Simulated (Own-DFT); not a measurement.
# Reading a pressure off an energy slope: corundum Al2O3, 78 atoms (Al32O46), with two O vacancies

These are calculations. Each geometry was run twice at fixed positions with Own-DFT, a retired in-house plane-wave program that no person has reviewed: with PBE, and with HSE06 (exact exchange share 0.25 at short range, screening 0.11 per bohr, Gygi-Baldereschi treatment of its divergence). Both used PseudoDojo norm-conserving files made for PBE, a cutoff of 48 hartree, the Gamma point alone, fixed occupations, a neutral cell and no spin. With Gamma alone and a thickness of 7.9 Å, finite-size errors remain in every number. The oxygen file's force components were 24 meV/Å off all-electron values in a glass.

Unstrained cell vectors in Å: (5.494, 0.000, 8.660); (-2.747, 4.758, 8.660); (-2.747, -4.758, 8.660), volume V0 = 679.1 Å³, from measured lattice constants. Each geometry has its own random strain of a few per cent, its own defect sites and random moves of rms u per axis. HSE06 gave the energy alone. D is its energy less that of PBE, over the lowest D shown. The PBE stress wasn't checked against mesh or cutoff.

```
run,V - V0 (Å³),u (Å),P with PBE (GPa),D (eV)
1,-25.4,0.0301,17.82,0.000
2,2.3,0.0313,5.95,1.187
3,-9.9,0.0515,14.08,0.721
4,3.0,0.0295,5.73,1.183
5,0.1,0.0299,6.82,1.016
6,-18.7,0.0289,14.60,0.237
7,-7.2,0.0293,10.89,0.683
8,-7.5,0.0493,11.67,0.772
9,21.3,0.0503,1.02,2.008
10,3.1,0.0477,7.40,1.287
11,-11.0,0.0297,11.53,0.545
12,1.1,0.0265,6.86,1.029
13,5.0,0.0484,7.55,?
```

## Working it out

D = 0.97 + 0.0420 (V - V0) + 61 u² eV, with an error of 0.0010 on the volume slope, 15 on the last term and a scatter of 0.04 eV. Pressure is -dE/dV, and 1 eV/Å³ is 160.2 GPa, so HSE06 changes the pressure by -6.7 ± 0.2 GPa. With the ions held to the strained lattice, the PBE pressure falls by 278 ± 9 GPa per unit of volume strain; the shape of the strain isn't fitted, so the true error is larger, and a relaxed crystal would be softer. On that slope HSE06's volume at a given pressure is about 2.4 % smaller, or 0.8 % in lengths. At u = 0 and V0 the PBE pressure is 6.0 GPa, which puts the zero-pressure volume, against the measured cell and with the defects in, at +2.2 % for PBE and -0.3 % for HSE06, each good to a few tenths of a per cent.

## Prediction

Q: what D should run 13 give?

From the fit: 1.33 eV, with rows scattering by 0.04. The hidden result is 1.267 eV.
